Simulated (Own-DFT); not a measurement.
# How strain changes the stress of wurtzite GaN, 72 atoms (Ga36N36)

Calculated results; nothing here was measured. They come from Own-DFT, an in-house plane-wave density functional program, since retired, whose code no person has reviewed. Each row is one single-point run on a periodic cell that was not relaxed, without spin or spin-orbit coupling.

Settings of every run: PBE; PseudoDojo norm-conserving scalar-relativistic files (stringent for Ga); cutoff 96 hartree; 4 x 4 x 3 k mesh centred on Gamma; Gaussian smearing of 0.01 eV.

Known limits: forces not confirmed at this smearing and k mesh; stress not checked against mesh or cutoff.

Unstrained cell vectors in Å: (9.567, 0.000, 0.000); (-4.784, 8.285, 0.000); (0.000, 0.000, 10.370). The unstrained cell has measured lattice constants (interpolated for alloys), not those of this functional. That, the random moves and any unrelaxed bonds set the pressure at no strain. Each run strains this cell uniformly, with the atoms carried along. Every atom was also moved at random, by a Gaussian of width 0.05 Å on each axis. Strain is the symmetric tensor, in per cent. Stress is positive in tension, and the pressure is minus a third of its trace.

| run | e_xx (%) | e_yy (%) | e_zz (%) | e_yz (%) | e_xz (%) | e_xy (%) | s_xx (GPa) | s_yy (GPa) | s_zz (GPa) | s_yz (GPa) | s_xz (GPa) | s_xy (GPa) | P (GPa) | E (meV/atom) |
|---|---|---|---|---|---|---|---|---|---|---|---|---|---|---|
| 1 | -0.36 | -0.57 | -1.38 | -0.96 | -0.31 | 0.94 | -11.63 | -7.95 | -16.37 | -1.84 | -1.11 | 3.53 | 11.98 | 25.6 |
| 2 | -1.01 | 1.92 | -1.95 | 0.86 | -0.97 | -0.95 | -7.95 | -2.19 | -19.86 | 2.60 | -1.48 | -2.99 | 10.00 | 39.3 |
| 3 | -0.58 | -0.80 | 1.26 | -0.58 | -1.75 | 1.20 | -10.51 | -9.81 | -2.55 | -1.55 | -3.43 | 4.66 | 7.62 | 18.5 |
| 4 | 0.18 | -0.31 | 0.70 | -0.80 | 0.96 | 1.85 | -4.94 | -7.35 | -5.97 | -2.35 | 1.82 | 4.67 | 6.09 | 9.3 |
| 5 | -1.46 | 0.95 | 0.65 | -1.49 | -0.59 | 0.85 | -13.43 | -4.08 | -4.92 | -3.96 | -0.62 | 3.66 | 7.48 | 23.6 |
| 6 | 1.75 | 0.81 | -1.44 | -1.40 | -1.58 | -0.60 | -0.71 | -2.32 | -11.97 | -2.73 | -2.55 | -0.84 | 5.00 | 17.3 |
| 7 | -1.66 | 0.00 | 1.75 | -1.15 | -0.31 | -0.74 | -12.12 | -6.75 | -1.22 | -2.76 | 0.27 | -1.53 | 6.70 | 0.0 |
| 8 | -1.56 | 0.78 | 0.73 | 1.13 | 1.94 | 1.67 | -10.68 | -7.80 | -4.09 | 2.67 | 4.13 | 5.72 | 7.52 | 19.9 |
| 9 | 1.65 | -0.45 | -1.99 | 0.23 | 0.60 | -1.66 | -2.02 | -7.59 | -19.27 | 0.96 | 2.21 | -4.59 | 9.63 | 38.3 |
| 10 | 1.62 | 0.90 | 1.18 | -0.10 | 0.04 | 1.35 | -0.15 | -0.71 | -0.50 | -0.21 | -0.75 | 3.69 | 0.45 | 4.9 |
| 11 | -0.25 | -0.16 | -1.60 | 0.90 | -0.40 | 0.23 | -10.30 | -9.24 | -14.91 | 2.25 | -1.06 | 1.62 | 11.48 | 30.8 |
| 12 | 1.79 | -1.81 | 1.73 | -1.10 | -1.44 | 1.32 | -2.14 | -12.77 | 0.79 | -2.18 | -2.03 | 4.59 | 4.71 | 32.7 |
| 13 | -0.93 | 0.74 | -0.82 | -0.65 | 0.12 | 1.03 | -9.68 | -4.26 | -13.13 | -1.10 | 0.60 | 3.04 | 9.02 | 13.2 |
| 14 | 1.91 | -1.02 | -1.00 | 0.78 | -1.03 | -0.08 | -1.55 | -10.26 | -12.44 | 2.75 | -1.89 | 0.51 | 8.08 | 38.0 |
| 15 | -0.80 | -0.63 | 1.14 | 0.67 | 1.94 | -0.03 | -9.93 | -8.25 | -4.64 | 1.48 | 4.45 | 0.83 | 7.61 | 13.7 |
| 16 | -0.28 | 0.25 | -1.40 | 1.93 | -0.83 | -0.23 | -9.64 | -6.41 | -13.31 | 3.97 | -1.57 | -1.03 | 9.78 | 18.9 |
| 17 | 1.22 | 1.62 | -0.48 | 1.25 | 1.89 | -0.92 | ? | ? | ? | ? | ? | ? | ? | ? |

E is the free energy for each atom above the lowest run shown.

## Worked fit

Each stress component was fitted by least squares to a constant and the strains of the runs shown, as fractions, with shears doubled. Shear strains stay in the fit of a normal stress only where such slopes are resolved. The slopes, in GPa:

| stress | at no strain | per e_xx | per e_yy | per e_zz | scatter |
|---|---|---|---|---|---|
| s_xx | -7.3 | 380 ± 28 | 144 ± 40 | 55 ± 25 | 1.24 |
| s_yy | -6.8 | 84 ± 29 | 369 ± 42 | 34 ± 26 | 1.29 |
| s_zz | -8.3 | 80 ± 32 | 68 ± 46 | 505 ± 29 | 1.42 |

Each shear stress against twice its own strain: yz 114 ± 6, xz 102 ± 6, xy 141 ± 10 GPa. These are stiffnesses along x, y and z of the frame in which the cell vectors are given, which need not be the crystal's axes. The atoms are held to the strained lattice; where symmetry lets them move under strain, relaxing them would lower some slopes. The table should be nearly symmetric about its diagonal, and what it lacks of that shows the noise. A ninth of its sum, 191 ± 7 GPa, estimates the bulk modulus near the mean pressure of these runs, 7.7 GPa, so it lies above the value at zero pressure.

## Withheld run

Question: what normal stresses and pressure should run 17 give?

The fit gives s_xx = -0.6, s_yy = 0.0, s_zz = -8.6 and P = 3.1 GPa. The calculation gave 1.34, -2.05, -6.59 and P = 2.43 GPa.
